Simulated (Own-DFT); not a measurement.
# Computed records: Si3N4 (beta silicon nitride, atoms displaced)

All values are calculated (Own-DFT development build). A calculation, not a measurement: plane-wave PBE density functional theory by an unreviewed code, no spin, of a simulated periodic cell, stress positive in tension, free energy of the whole cell less one offset for each atom, forces on such cells passed a denser k mesh, this cell's mesh not checked; offsets are fitted by least squares, one for each functional and potential file, so energies compare only between cells with the same atoms and settings and are not formation energies; the far tail of each file's local potential was reset to the Coulomb form; each entry is a single point on an unrelaxed cell, so the pressure reflects the starting lattice, mostly measured values (interpolated for alloys), from which strain is counted, and rises with the displacements; printed positions are rounded, which can move forces by about a meV/angstrom; the program, named Own-DFT, is a retired in-house code; no spin-orbit coupling.

Settings shared by all entries: functional PBE; potential files PseudoDojo norm-conserving, scalar-relativistic, standard set; wave cutoff 42 hartree; occupations Fermi-Dirac; smearing width 0.1 eV; k mesh 3 x 3 x 3 centred on Gamma.

(1) 
```cif
# cell vector a (Å): 7.6060 0.0000 0.0000
# cell vector b (Å): -3.8030 6.5870 0.0000
# cell vector c (Å): 0.0000 0.0000 8.7270
data_Si3N4
_symmetry_space_group_name_H-M 'P 1'
_symmetry_Int_Tables_number 1
_cell_length_a 7.6060
_cell_length_b 7.6060
_cell_length_c 8.7270
_cell_angle_alpha 90.000
_cell_angle_beta 90.000
_cell_angle_gamma 120.000
_cell_volume 437.23
loop_
_atom_site_label
_atom_site_type_symbol
_atom_site_fract_x
_atom_site_fract_y
_atom_site_fract_z
_atom_site_occupancy
Si1 Si 0.18834 0.76475 0.10395 1
Si2 Si 0.22985 0.40885 0.09087 1
Si3 Si 0.57860 0.82107 0.09373 1
Si4 Si 0.81412 0.22860 0.25125 1
Si5 Si 0.75182 0.60056 0.25517 1
Si6 Si 0.41363 0.18266 0.26279 1
N1 N 0.33656 0.00548 0.08879 1
N2 N 0.98491 0.32197 0.08215 1
N3 N 0.71453 0.69450 0.08913 1
N4 N 0.68034 0.97882 0.23163 1
N5 N 0.04138 0.69678 0.25468 1
N6 N 0.32298 0.35391 0.27211 1
N7 N 0.32905 0.64284 0.08029 1
N8 N 0.68177 0.32570 0.25540 1
Si7 Si 0.17129 0.76467 0.41444 1
Si8 Si 0.24854 0.40255 0.41328 1
Si9 Si 0.59199 0.81993 0.41226 1
Si10 Si 0.82282 0.22561 0.59191 1
Si11 Si 0.75890 0.57607 0.58305 1
Si12 Si 0.41146 0.18143 0.58458 1
N9 N 0.32025 0.01333 0.44684 1
N10 N 0.96282 0.29611 0.39795 1
N11 N 0.72766 0.66797 0.41388 1
N12 N 0.67597 0.96712 0.58901 1
N13 N 0.03105 0.71394 0.59090 1
N14 N 0.29151 0.33041 0.57874 1
N15 N 0.33792 0.65944 0.42959 1
N16 N 0.65591 0.34017 0.58470 1
Si13 Si 0.14300 0.76759 0.75300 1
Si14 Si 0.23842 0.40487 0.73904 1
Si15 Si 0.61113 0.83367 0.74658 1
Si16 Si 0.82021 0.20682 0.91209 1
Si17 Si 0.77565 0.61028 0.91725 1
Si18 Si 0.37527 0.15969 0.91941 1
N17 N 0.33451 0.02977 0.74233 1
N18 N 0.97864 0.31385 0.74572 1
N19 N 0.70308 0.67984 0.76072 1
N20 N 0.66872 0.96408 0.92490 1
N21 N 0.00654 0.68965 0.92067 1
N22 N 0.30039 0.33007 0.91085 1
N23 N 0.32344 0.66009 0.75538 1
N24 N 0.67627 0.33656 0.92781 1
_calc_free_energy_of_cell_above_offsets '6.267'  # eV
_calc_pressure 14.46  # GPa
_calc_stress_xx -10.16  # GPa
_calc_stress_yy -17.51  # GPa
_calc_stress_zz -15.73  # GPa
_calc_stress_yz -3.82  # GPa
_calc_stress_xz 0.11  # GPa
_calc_stress_xy 1.42  # GPa
```

Force:
| element | x (eV/Å) | y (eV/Å) | z (eV/Å) |
| --- | --- | --- | --- |
| Si | -1.947 | -4.267 | -4.309 |
| Si | 1.783 | -5.331 | -1.605 |
| Si | 1.507 | -1.021 | -4.674 |
| Si | 7.26 | -0.24 | -3.646 |
| Si | 6.384 | -3.227 | -7.155 |
| Si | 1.631 | -2.272 | -0.298 |
| N | -0.958 | 6.001 | 0.612 |
| N | -2.451 | -3.271 | 0.234 |
| N | -0.06 | -1.517 | 0.294 |
| N | -0.791 | -1.938 | 5.734 |
| N | -2.954 | -1.072 | 0.312 |
| N | 6.14 | -3.857 | -10.92 |
| N | -0.873 | 7.337 | 0.912 |
| N | -10.66 | 4.155 | 0.237 |
| Si | 0.93 | -1.276 | 4.091 |
| Si | -9.683 | 2.265 | 7.206 |
| Si | 1.246 | 1.391 | 0.71 |
| Si | 0.393 | 1.836 | -3.282 |
| Si | 1.013 | 6.95 | 2.325 |
| Si | -2.407 | -1.395 | 2.382 |
| N | 0.635 | 2.569 | -5.811 |
| N | 2.947 | 0.847 | 5.881 |
| N | -6.229 | 3.639 | 5.775 |
| N | 0.052 | 0.969 | -3.537 |
| N | -2.746 | -2.83 | -4.186 |
| N | 3.362 | -1.939 | 0.072 |
| N | -0.648 | 1.13 | -1.277 |
| N | 3.659 | -4.567 | 0.027 |
| Si | 5.713 | 0.532 | 2.725 |
| Si | -2.324 | 2.568 | 3.338 |
| Si | -4.818 | -2.642 | 3.602 |
| Si | -0.787 | 6.499 | 1.822 |
| Si | -3.845 | -5.276 | 2.584 |
| Si | 5.434 | 0.476 | -0.653 |
| N | -1.111 | -0.258 | 2.938 |
| N | -1.049 | -2.107 | 0.671 |
| N | 1.341 | -1.633 | -3.637 |
| N | -0.114 | -2.236 | -1.424 |
| N | 7.684 | 4.344 | 1.047 |
| N | -1.159 | -0.11 | 1.969 |
| N | 0.604 | 2.083 | -0.347 |
| N | -2.099 | -1.309 | -0.741 |

(2) 
```cif
# cell vector a (Å): 7.6060 0.0000 0.0000
# cell vector b (Å): -3.8030 6.5870 0.0000
# cell vector c (Å): 0.0000 0.0000 8.7270
data_Si3N4
_symmetry_space_group_name_H-M 'P 1'
_symmetry_Int_Tables_number 1
_cell_length_a 7.6060
_cell_length_b 7.6060
_cell_length_c 8.7270
_cell_angle_alpha 90.000
_cell_angle_beta 90.000
_cell_angle_gamma 120.000
_cell_volume 437.23
loop_
_atom_site_label
_atom_site_type_symbol
_atom_site_fract_x
_atom_site_fract_y
_atom_site_fract_z
_atom_site_occupancy
Si1 Si 0.18687 0.77222 0.04609 1
Si2 Si 0.22555 0.39273 0.10461 1
Si3 Si 0.61971 0.83750 0.07799 1
Si4 Si 0.83255 0.23050 0.24109 1
Si5 Si 0.78375 0.59261 0.25354 1
Si6 Si 0.41065 0.18183 0.24660 1
N1 N 0.33122 0.03530 0.09516 1
N2 N 0.96630 0.30402 0.07769 1
N3 N 0.67253 0.64091 0.07630 1
N4 N 0.68043 0.95852 0.24841 1
N5 N 0.02900 0.69139 0.24137 1
N6 N 0.30509 0.35660 0.24585 1
N7 N 0.33391 0.64025 0.08090 1
N8 N 0.66657 0.34828 0.25148 1
Si7 Si 0.16574 0.76314 0.43262 1
Si8 Si 0.21523 0.40024 0.42113 1
Si9 Si 0.64111 0.84946 0.41743 1
Si10 Si 0.83297 0.23974 0.60362 1
Si11 Si 0.76778 0.59167 0.58987 1
Si12 Si 0.38596 0.14428 0.59247 1
N9 N 0.32792 0.02983 0.40400 1
N10 N 0.97479 0.30979 0.40678 1
N11 N 0.69880 0.65761 0.42106 1
N12 N 0.66064 0.00103 0.58550 1
N13 N 0.04922 0.69678 0.58454 1
N14 N 0.31869 0.34945 0.57434 1
N15 N 0.35025 0.65866 0.39923 1
N16 N 0.68346 0.33287 0.58809 1
Si13 Si 0.17284 0.77129 0.74460 1
Si14 Si 0.22500 0.42150 0.73961 1
Si15 Si 0.58450 0.82359 0.75696 1
Si16 Si 0.83182 0.23672 0.91427 1
Si17 Si 0.75970 0.56586 0.92338 1
Si18 Si 0.39360 0.15219 0.93219 1
N17 N 0.32446 0.00996 0.75037 1
N18 N 0.95130 0.29350 0.75837 1
N19 N 0.68458 0.65907 0.74535 1
N20 N 0.65385 0.97222 0.92160 1
N21 N 0.00395 0.68623 0.90840 1
N22 N 0.29719 0.31360 0.91727 1
N23 N 0.31681 0.65265 0.76886 1
N24 N 0.67109 0.33818 0.92488 1
_calc_free_energy_of_cell_above_offsets '8.310'  # eV
_calc_pressure 14.21  # GPa
_calc_stress_xx -5.98  # GPa
_calc_stress_yy -18.13  # GPa
_calc_stress_zz -18.51  # GPa
_calc_stress_yz 1.64  # GPa
_calc_stress_xz -3.31  # GPa
_calc_stress_xy -0.97  # GPa
```

Force:
| element | x (eV/Å) | y (eV/Å) | z (eV/Å) |
| --- | --- | --- | --- |
| Si | 1.161 | -3.271 | 7.44 |
| Si | -3.935 | 1.729 | -12.79 |
| Si | -1.689 | -6.004 | 1.781 |
| Si | -2.821 | 0.472 | 1.819 |
| Si | -3.102 | 2.342 | -1.54 |
| Si | -1.315 | 2.681 | 2.843 |
| N | 0.364 | -4.144 | -1.949 |
| N | 1.064 | -0.45 | 0.46 |
| N | 1.893 | 1.806 | 1.518 |
| N | 0.436 | 4.044 | -1.287 |
| N | 2.416 | 1.933 | 0.489 |
| N | 7.369 | -6.027 | 10.05 |
| N | -2.388 | 6.809 | -1.634 |
| N | 2.1 | -5.758 | -0.159 |
| Si | 6.241 | 1.256 | -11.47 |
| Si | 4.46 | 3.244 | -2.256 |
| Si | -4.182 | -3.89 | 2.077 |
| Si | -1.145 | 0.263 | -7.187 |
| Si | 0.04 | -1.49 | -1.027 |
| Si | 1.351 | 5.687 | -4.597 |
| N | -0.642 | -0.727 | 3.669 |
| N | -2.967 | -2.356 | 2.44 |
| N | 1.355 | 1.673 | 0.21 |
| N | 1.544 | -6.676 | 0.142 |
| N | -5.807 | -2.632 | 3.542 |
| N | -0.32 | -2.572 | 2.942 |
| N | -2.37 | 3.343 | 2.748 |
| N | -4.922 | 1.308 | 0.328 |
| Si | -0.059 | -4.525 | 2.848 |
| Si | 4.146 | -7.482 | 2.051 |
| Si | 0.483 | -0.477 | -1.614 |
| Si | -3.336 | -1.413 | 4.108 |
| Si | -6.168 | 6.836 | -0.727 |
| Si | -0.14 | 5.49 | -4.184 |
| N | 0.322 | 3.115 | 2.943 |
| N | 6.75 | 3.219 | -0.491 |
| N | 0.103 | 1.124 | 1.651 |
| N | 0.491 | 1.392 | -1.944 |
| N | 4.911 | 3.361 | -1.681 |
| N | -1.905 | 0.018 | -0.435 |
| N | -0.474 | 6.692 | -0.548 |
| N | 0.685 | -9.943 | -0.572 |

(3) 
```cif
# cell vector a (Å): 7.6060 0.0000 0.0000
# cell vector b (Å): -3.8030 6.5870 0.0000
# cell vector c (Å): 0.0000 0.0000 8.7270
data_Si3N4
_symmetry_space_group_name_H-M 'P 1'
_symmetry_Int_Tables_number 1
_cell_length_a 7.6060
_cell_length_b 7.6060
_cell_length_c 8.7270
_cell_angle_alpha 90.000
_cell_angle_beta 90.000
_cell_angle_gamma 120.000
_cell_volume 437.23
loop_
_atom_site_label
_atom_site_type_symbol
_atom_site_fract_x
_atom_site_fract_y
_atom_site_fract_z
_atom_site_occupancy
Si1 Si 0.16879 0.78333 0.07924 1
Si2 Si 0.21146 0.40509 0.07000 1
Si3 Si 0.59803 0.80499 0.09715 1
Si4 Si 0.80008 0.23669 0.25133 1
Si5 Si 0.79255 0.62157 0.22762 1
Si6 Si 0.41247 0.16967 0.24933 1
N1 N 0.30008 0.02696 0.07798 1
N2 N 0.96082 0.30849 0.09024 1
N3 N 0.69213 0.65115 0.06409 1
N4 N 0.65432 0.94343 0.24699 1
N5 N 0.04614 0.68483 0.25840 1
N6 N 0.26017 0.32186 0.24308 1
N7 N 0.34212 0.67469 0.09480 1
N8 N 0.68063 0.36771 0.25496 1
Si7 Si 0.16785 0.74972 0.41505 1
Si8 Si 0.25058 0.41623 0.40990 1
Si9 Si 0.60152 0.82660 0.42264 1
Si10 Si 0.82328 0.23507 0.57381 1
Si11 Si 0.78832 0.58890 0.58392 1
Si12 Si 0.40715 0.17556 0.60501 1
N9 N 0.30114 0.03071 0.42940 1
N10 N 0.96623 0.30077 0.41349 1
N11 N 0.71348 0.69031 0.43220 1
N12 N 0.65739 0.94287 0.60238 1
N13 N 0.02808 0.72277 0.56157 1
N14 N 0.28684 0.34573 0.57961 1
N15 N 0.31953 0.66223 0.42817 1
N16 N 0.67138 0.31594 0.60340 1
Si13 Si 0.15853 0.74422 0.75925 1
Si14 Si 0.21725 0.39103 0.75769 1
Si15 Si 0.58474 0.81155 0.75046 1
Si16 Si 0.84282 0.22216 0.91175 1
Si17 Si 0.77661 0.60339 0.92153 1
Si18 Si 0.41481 0.16668 0.91625 1
N17 N 0.34868 0.05447 0.74677 1
N18 N 0.98084 0.31019 0.73824 1
N19 N 0.70470 0.67088 0.77205 1
N20 N 0.66713 0.95981 0.91140 1
N21 N 0.00513 0.70146 0.90795 1
N22 N 0.28666 0.31960 0.90531 1
N23 N 0.31241 0.66947 0.74900 1
N24 N 0.68260 0.33212 0.92632 1
_calc_free_energy_of_cell_above_offsets '9.468'  # eV
_calc_pressure 15.76  # GPa
_calc_stress_xx -21.17  # GPa
_calc_stress_yy -6.74  # GPa
_calc_stress_zz -19.37  # GPa
_calc_stress_yz 2.34  # GPa
_calc_stress_xz 1.02  # GPa
_calc_stress_xy -0.16  # GPa
```

Force:
| element | x (eV/Å) | y (eV/Å) | z (eV/Å) |
| --- | --- | --- | --- |
| Si | 2.921 | -4.849 | 0.831 |
| Si | 2.276 | 0.972 | 2.563 |
| Si | -2.852 | 1.239 | -6.188 |
| Si | 5.291 | -0.819 | 0.352 |
| Si | -0.074 | -0.732 | 5.648 |
| Si | -4.121 | 1.549 | 2.164 |
| N | 1.267 | 3.255 | 1.011 |
| N | -0.642 | -1.096 | -1.906 |
| N | -2.76 | 2.323 | 8.006 |
| N | 0.009 | 5.647 | 3.135 |
| N | -4.487 | 0.006 | -7.001 |
| N | 5.037 | -1.439 | -1.78 |
| N | -2.65 | -1.61 | -1.844 |
| N | -2.741 | -3.929 | -0.006 |
| Si | 1.319 | 5.076 | 1.802 |
| Si | -3.491 | -0.907 | 0.467 |
| Si | -2.75 | -0.85 | 2.105 |
| Si | 4.732 | -3.641 | 1.427 |
| Si | -5.585 | -0.998 | 1.451 |
| Si | -2.101 | 5.37 | -11.18 |
| N | 2.482 | 0.769 | -2.312 |
| N | -1.271 | -0.587 | -0.807 |
| N | 2.168 | -2.567 | -3.466 |
| N | 0.041 | 6.065 | -6.739 |
| N | 1.823 | -0.396 | 6.378 |
| N | 4.682 | -2.25 | 2.517 |
| N | 4.676 | 1.178 | -0.519 |
| N | -4.835 | 3.853 | -1.012 |
| Si | -4.091 | 4.448 | -4.06 |
| Si | 1.606 | 4.144 | -5.508 |
| Si | -0.404 | -2.382 | 4.195 |
| Si | -3.368 | -0.644 | 0.044 |
| Si | -2.246 | -8.268 | -4.79 |
| Si | 0.257 | 3.287 | 0.153 |
| N | -0.907 | -9.332 | 8.548 |
| N | -4.439 | -2.287 | 1.468 |
| N | -1.326 | -0.595 | -6.173 |
| N | 0.439 | 0.698 | 2.878 |
| N | 9.269 | 4.344 | 2.492 |
| N | 1.778 | -0.835 | 4.577 |
| N | 6.698 | -2.835 | 1.166 |
| N | -1.63 | -0.372 | -0.088 |

(4) 
```cif
# cell vector a (Å): 7.6060 0.0000 0.0000
# cell vector b (Å): -3.8030 6.5870 0.0000
# cell vector c (Å): 0.0000 0.0000 8.7270
data_Si3N4
_symmetry_space_group_name_H-M 'P 1'
_symmetry_Int_Tables_number 1
_cell_length_a 7.6060
_cell_length_b 7.6060
_cell_length_c 8.7270
_cell_angle_alpha 90.000
_cell_angle_beta 90.000
_cell_angle_gamma 120.000
_cell_volume 437.23
loop_
_atom_site_label
_atom_site_type_symbol
_atom_site_fract_x
_atom_site_fract_y
_atom_site_fract_z
_atom_site_occupancy
Si1 Si 0.15926 0.75409 0.09338 1
Si2 Si 0.25784 0.42827 0.10140 1
Si3 Si 0.59523 0.82356 0.07929 1
Si4 Si 0.82837 0.23610 0.26228 1
Si5 Si 0.75487 0.57805 0.25657 1
Si6 Si 0.41797 0.18253 0.25096 1
N1 N 0.33430 0.02534 0.08839 1
N2 N 0.95626 0.27879 0.07881 1
N3 N 0.69465 0.67954 0.07049 1
N4 N 0.64874 0.97249 0.23336 1
N5 N 0.03542 0.70112 0.25664 1
N6 N 0.32368 0.33739 0.25420 1
N7 N 0.34142 0.67304 0.08971 1
N8 N 0.65654 0.33095 0.25666 1
Si7 Si 0.18770 0.77355 0.41840 1
Si8 Si 0.24395 0.43086 0.42145 1
Si9 Si 0.62535 0.83130 0.42953 1
Si10 Si 0.81189 0.21284 0.59059 1
Si11 Si 0.75914 0.57103 0.59378 1
Si12 Si 0.41113 0.17506 0.58223 1
N9 N 0.34214 0.04934 0.39523 1
N10 N 0.98362 0.31886 0.41598 1
N11 N 0.70069 0.67075 0.40702 1
N12 N 0.68248 0.97600 0.57916 1
N13 N 0.02838 0.69854 0.57798 1
N14 N 0.29656 0.34583 0.58308 1
N15 N 0.32177 0.67409 0.42307 1
N16 N 0.64643 0.32165 0.59099 1
Si13 Si 0.18691 0.80006 0.73337 1
Si14 Si 0.25094 0.40761 0.74720 1
Si15 Si 0.60040 0.82133 0.72367 1
Si16 Si 0.83861 0.25292 0.90147 1
Si17 Si 0.77074 0.59983 0.89434 1
Si18 Si 0.37666 0.17489 0.91846 1
N17 N 0.32830 0.03555 0.74257 1
N18 N 0.97943 0.31426 0.76719 1
N19 N 0.68294 0.65235 0.74096 1
N20 N 0.68449 0.99809 0.93805 1
N21 N 0.02580 0.67677 0.91993 1
N22 N 0.29362 0.32148 0.89720 1
N23 N 0.32899 0.65606 0.74699 1
N24 N 0.65708 0.33941 0.92193 1
_calc_free_energy_of_cell_above_offsets '9.017'  # eV
_calc_pressure 16.02  # GPa
_calc_stress_xx -11.79  # GPa
_calc_stress_yy -22.34  # GPa
_calc_stress_zz -13.94  # GPa
_calc_stress_yz 2.28  # GPa
_calc_stress_xz 1.97  # GPa
_calc_stress_xy 5.01  # GPa
```

Force:
| element | x (eV/Å) | y (eV/Å) | z (eV/Å) |
| --- | --- | --- | --- |
| Si | 1.964 | 2.015 | -2.745 |
| Si | -3.031 | -3.656 | -3.341 |
| Si | -1.266 | 3.134 | -0.747 |
| Si | -0.163 | -1.381 | -5.362 |
| Si | 1.535 | 3.086 | -5.022 |
| Si | -1.458 | -1.341 | -6.14 |
| N | -1.763 | 0.411 | -1.76 |
| N | 2.876 | 3.481 | 3.043 |
| N | 4.243 | -3.333 | 0.889 |
| N | 1.79 | 0.782 | 6.832 |
| N | -2.824 | -1.675 | 1.248 |
| N | -3.335 | 2.61 | 1.098 |
| N | -1.961 | -0.186 | -0.224 |
| N | 5.012 | 1.715 | 0.521 |
| Si | -5.934 | 3.166 | -1.994 |
| Si | 0.642 | -2.758 | -1.458 |
| Si | -5.548 | 0.389 | -8.354 |
| Si | 2.564 | 9.185 | 0.513 |
| Si | 1.378 | 2.737 | -4.14 |
| Si | -6.155 | -1.353 | -3.293 |
| N | -0.463 | -5.865 | 9.976 |
| N | -2.03 | -2.138 | 2.343 |
| N | 1.564 | -1.551 | 4.523 |
| N | 0.087 | -2.242 | -0.256 |
| N | -1.228 | 0.288 | 0.594 |
| N | 4.249 | -3.012 | -2.459 |
| N | 7.974 | 0.663 | 0.483 |
| N | 6.157 | 1.108 | -0.242 |
| Si | 0.745 | -9.136 | 3.772 |
| Si | -5.832 | 1.856 | 0.035 |
| Si | -3.395 | -1.371 | 8.751 |
| Si | -5.973 | -2.984 | 10.61 |
| Si | 0.891 | -1.683 | 7.306 |
| Si | 8.134 | -3.009 | 2.191 |
| N | 0.15 | 3.292 | 0.62 |
| N | 3.513 | 0.71 | -10.87 |
| N | -0.699 | 1.7 | -1.685 |
| N | -0.141 | -2.839 | -5.858 |
| N | -0.065 | 2.375 | -2.481 |
| N | -2.44 | 2.279 | 5.414 |
| N | 0.265 | 4.947 | -0.867 |
| N | -0.03 | -0.415 | -1.463 |

(5) 
```cif
# cell vector a (Å): 7.6060 0.0000 0.0000
# cell vector b (Å): -3.8030 6.5870 0.0000
# cell vector c (Å): 0.0000 0.0000 8.7270
data_Si3N4
_symmetry_space_group_name_H-M 'P 1'
_symmetry_Int_Tables_number 1
_cell_length_a 7.6060
_cell_length_b 7.6060
_cell_length_c 8.7270
_cell_angle_alpha 90.000
_cell_angle_beta 90.000
_cell_angle_gamma 120.000
_cell_volume 437.23
loop_
_atom_site_label
_atom_site_type_symbol
_atom_site_fract_x
_atom_site_fract_y
_atom_site_fract_z
_atom_site_occupancy
Si1 Si 0.17151 0.76148 0.09488 1
Si2 Si 0.21045 0.38705 0.08611 1
Si3 Si 0.57168 0.79308 0.07793 1
Si4 Si 0.85240 0.25895 0.23844 1
Si5 Si 0.77982 0.61958 0.25285 1
Si6 Si 0.38827 0.15647 0.25155 1
N1 N 0.33894 0.04515 0.08774 1
N2 N 0.96770 0.31826 0.08681 1
N3 N 0.69976 0.66542 0.07637 1
N4 N 0.66392 0.98163 0.25721 1
N5 N 0.04765 0.72177 0.25250 1
N6 N 0.27954 0.33000 0.25041 1
N7 N 0.32330 0.65895 0.09120 1
N8 N 0.64454 0.34395 0.24743 1
Si7 Si 0.19019 0.79095 0.42102 1
Si8 Si 0.26130 0.40506 0.40338 1
Si9 Si 0.61245 0.81735 0.41445 1
Si10 Si 0.82938 0.25796 0.57473 1
Si11 Si 0.77985 0.60692 0.57512 1
Si12 Si 0.39679 0.15321 0.57136 1
N9 N 0.31359 0.02950 0.41178 1
N10 N 0.98190 0.27671 0.41454 1
N11 N 0.68368 0.65350 0.40478 1
N12 N 0.65624 0.96751 0.59206 1
N13 N 0.04299 0.69113 0.58851 1
N14 N 0.31437 0.33905 0.57285 1
N15 N 0.33630 0.65635 0.42427 1
N16 N 0.66430 0.33208 0.56890 1
Si13 Si 0.16060 0.76566 0.75609 1
Si14 Si 0.23828 0.40800 0.74371 1
Si15 Si 0.61005 0.84687 0.75575 1
Si16 Si 0.80867 0.21339 0.92278 1
Si17 Si 0.77622 0.59226 0.92605 1
Si18 Si 0.40414 0.17497 0.91304 1
N17 N 0.34315 0.02878 0.74785 1
N18 N 0.98331 0.30515 0.73950 1
N19 N 0.70366 0.65959 0.76117 1
N20 N 0.67078 0.96194 0.90969 1
N21 N 0.99522 0.67018 0.89938 1
N22 N 0.30516 0.33543 0.92048 1
N23 N 0.34639 0.66381 0.75478 1
N24 N 0.69477 0.34834 0.94475 1
_calc_free_energy_of_cell_above_offsets '7.311'  # eV
_calc_pressure 13.57  # GPa
_calc_stress_xx -11.72  # GPa
_calc_stress_yy -8.45  # GPa
_calc_stress_zz -20.56  # GPa
_calc_stress_yz -1.74  # GPa
_calc_stress_xz 4.66  # GPa
_calc_stress_xy 0.27  # GPa
```

Force:
| element | x (eV/Å) | y (eV/Å) | z (eV/Å) |
| --- | --- | --- | --- |
| Si | 0.923 | 1.991 | -4.888 |
| Si | 2.211 | 2.407 | -1.954 |
| Si | 0.862 | 4.948 | 1.322 |
| Si | -6.297 | -4.629 | 9.385 |
| Si | 1.916 | -4.498 | -4.258 |
| Si | 1.083 | 6.585 | -0.989 |
| N | -0.723 | -5.144 | -3.506 |
| N | 2.199 | -0.033 | -6.585 |
| N | -0.805 | 1.55 | 3.005 |
| N | 0.976 | -1.636 | -2.335 |
| N | -3.567 | -1.697 | 2.537 |
| N | 5.915 | -5.017 | -7.937 |
| N | -0.714 | -1.635 | -0.493 |
| N | 3.501 | 0.602 | 0.593 |
| Si | 2.774 | -8.163 | 0.644 |
| Si | -7.151 | 3.322 | 9.302 |
| Si | -7.416 | 5.066 | 1.528 |
| Si | 5.029 | -3.702 | 0.266 |
| Si | -0.888 | -2.497 | 3.444 |
| Si | 0.407 | 5.676 | 3.926 |
| N | 0.036 | 1.073 | 0.217 |
| N | -1.775 | 1.511 | -0.768 |
| N | 2.552 | -0.045 | 4.071 |
| N | 1.19 | 2.028 | -3.56 |
| N | -2.65 | 0.453 | -3.466 |
| N | 2.139 | -2.277 | 1.777 |
| N | -0.395 | 3.097 | -1.005 |
| N | -2.392 | 1.525 | 0.459 |
| Si | 4.869 | -0.545 | 0.405 |
| Si | 0.507 | 0.667 | -0.304 |
| Si | 0.039 | -7.513 | -5.057 |
| Si | 2.44 | 3.225 | -2.26 |
| Si | -8.363 | -3.105 | -1.938 |
| Si | 1.712 | 1.979 | 1.41 |
| N | -1.172 | -0.362 | 0.349 |
| N | -2.604 | -1.496 | 1.829 |
| N | -1.395 | 1.456 | -3.418 |
| N | -0.242 | 2.191 | 7.171 |
| N | 12.16 | 6.691 | 2.796 |
| N | -0.501 | -0.971 | -0.468 |
| N | -2.345 | 1.979 | 0.671 |
| N | -4.052 | -5.055 | -1.917 |

(6) 
```cif
# cell vector a (Å): 7.6060 0.0000 0.0000
# cell vector b (Å): -3.8030 6.5870 0.0000
# cell vector c (Å): 0.0000 0.0000 8.7270
data_Si3N4
_symmetry_space_group_name_H-M 'P 1'
_symmetry_Int_Tables_number 1
_cell_length_a 7.6060
_cell_length_b 7.6060
_cell_length_c 8.7270
_cell_angle_alpha 90.000
_cell_angle_beta 90.000
_cell_angle_gamma 120.000
_cell_volume 437.23
loop_
_atom_site_label
_atom_site_type_symbol
_atom_site_fract_x
_atom_site_fract_y
_atom_site_fract_z
_atom_site_occupancy
Si1 Si 0.18859 0.79651 0.07578 1
Si2 Si 0.23910 0.40906 0.07976 1
Si3 Si 0.57156 0.81254 0.09892 1
Si4 Si 0.81439 0.22840 0.24925 1
Si5 Si 0.77378 0.59639 0.27493 1
Si6 Si 0.39241 0.17623 0.25207 1
N1 N 0.32188 0.02175 0.07440 1
N2 N 0.97401 0.30126 0.09174 1
N3 N 0.68570 0.66997 0.08509 1
N4 N 0.66599 0.98875 0.24577 1
N5 N 0.04357 0.70925 0.24566 1
N6 N 0.29909 0.31556 0.23417 1
N7 N 0.33233 0.65579 0.08695 1
N8 N 0.70385 0.34820 0.24233 1
Si7 Si 0.19396 0.77835 0.42259 1
Si8 Si 0.23160 0.39640 0.42783 1
Si9 Si 0.61195 0.85157 0.41663 1
Si10 Si 0.81719 0.24852 0.58319 1
Si11 Si 0.75663 0.57361 0.58926 1
Si12 Si 0.39968 0.18105 0.57536 1
N9 N 0.32473 0.03379 0.42373 1
N10 N 0.97784 0.29786 0.45101 1
N11 N 0.71601 0.67698 0.41196 1
N12 N 0.66638 0.97969 0.59224 1
N13 N 0.01741 0.69346 0.57730 1
N14 N 0.29058 0.34847 0.59276 1
N15 N 0.34979 0.65628 0.42014 1
N16 N 0.64406 0.32604 0.59697 1
Si13 Si 0.20619 0.80594 0.75747 1
Si14 Si 0.19529 0.38330 0.73870 1
Si15 Si 0.62034 0.85470 0.74946 1
Si16 Si 0.83979 0.24644 0.92241 1
Si17 Si 0.77349 0.58939 0.91865 1
Si18 Si 0.43389 0.19775 0.91146 1
N17 N 0.34277 0.05614 0.73865 1
N18 N 0.95358 0.28046 0.73921 1
N19 N 0.67921 0.65295 0.75191 1
N20 N 0.67012 0.97395 0.90116 1
N21 N 0.02922 0.69516 0.90662 1
N22 N 0.30445 0.34076 0.92913 1
N23 N 0.32394 0.65515 0.76173 1
N24 N 0.65095 0.32880 0.93361 1
_calc_free_energy_of_cell_above_offsets '8.879'  # eV
_calc_pressure 16.2  # GPa
_calc_stress_xx -15.23  # GPa
_calc_stress_yy -19.62  # GPa
_calc_stress_zz -13.76  # GPa
_calc_stress_yz -1.74  # GPa
_calc_stress_xz 2.78  # GPa
_calc_stress_xy -1.92  # GPa
```

Force:
| element | x (eV/Å) | y (eV/Å) | z (eV/Å) |
| --- | --- | --- | --- |
| Si | -1.32 | -12.3 | 1.231 |
| Si | -2.376 | -0.273 | 1.706 |
| Si | 3.455 | 1.84 | -3.927 |
| Si | 7.896 | 1.823 | 1.019 |
| Si | 4.618 | -0.311 | -10.7 |
| Si | 5.946 | -3.263 | -1.8 |
| N | 1.889 | 10.6 | 0.311 |
| N | 0.308 | -0.097 | -0.991 |
| N | 3.03 | -0.887 | 1.346 |
| N | -0.253 | -4.661 | 1.635 |
| N | 0.204 | 0.678 | 1.244 |
| N | -4.306 | 2.968 | 4.331 |
| N | -4.223 | 2.504 | 0.372 |
| N | -9.836 | 1.58 | 1.603 |
| Si | -1.691 | -4.662 | -1.208 |
| Si | -1.815 | 1.909 | -4.235 |
| Si | 0.213 | -3.501 | 1.275 |
| Si | -0.948 | -2.725 | 1.804 |
| Si | -0.978 | 5.736 | 0.292 |
| Si | -2.829 | 1.087 | 1.911 |
| N | 0.46 | 1.243 | -2.387 |
| N | 0.227 | -0.106 | -7.399 |
| N | -5.199 | 2.649 | 7.512 |
| N | -0.207 | 1.456 | -5.055 |
| N | 2.456 | 1.455 | 1.017 |
| N | 7.641 | -4.293 | -3.021 |
| N | -1.365 | 3.338 | -0.557 |
| N | 2.413 | 0.472 | -1.311 |
| Si | -0.69 | -6.289 | -1.897 |
| Si | 2.146 | 5.878 | 7.515 |
| Si | -0.846 | -8.92 | -1.031 |
| Si | -1.171 | -2.66 | -0.329 |
| Si | -3.577 | 2.429 | 0.774 |
| Si | -11.99 | -7.194 | -0.399 |
| N | -0.371 | -0.769 | 2.926 |
| N | -2.435 | 0.138 | 4.108 |
| N | 1.546 | 0.558 | -0.425 |
| N | -0.419 | 4.124 | 7.964 |
| N | 0.926 | 1.374 | 1.52 |
| N | 1.824 | -2.962 | -6.317 |
| N | -0.448 | 2.911 | -0.913 |
| N | 12.1 | 7.124 | 0.483 |
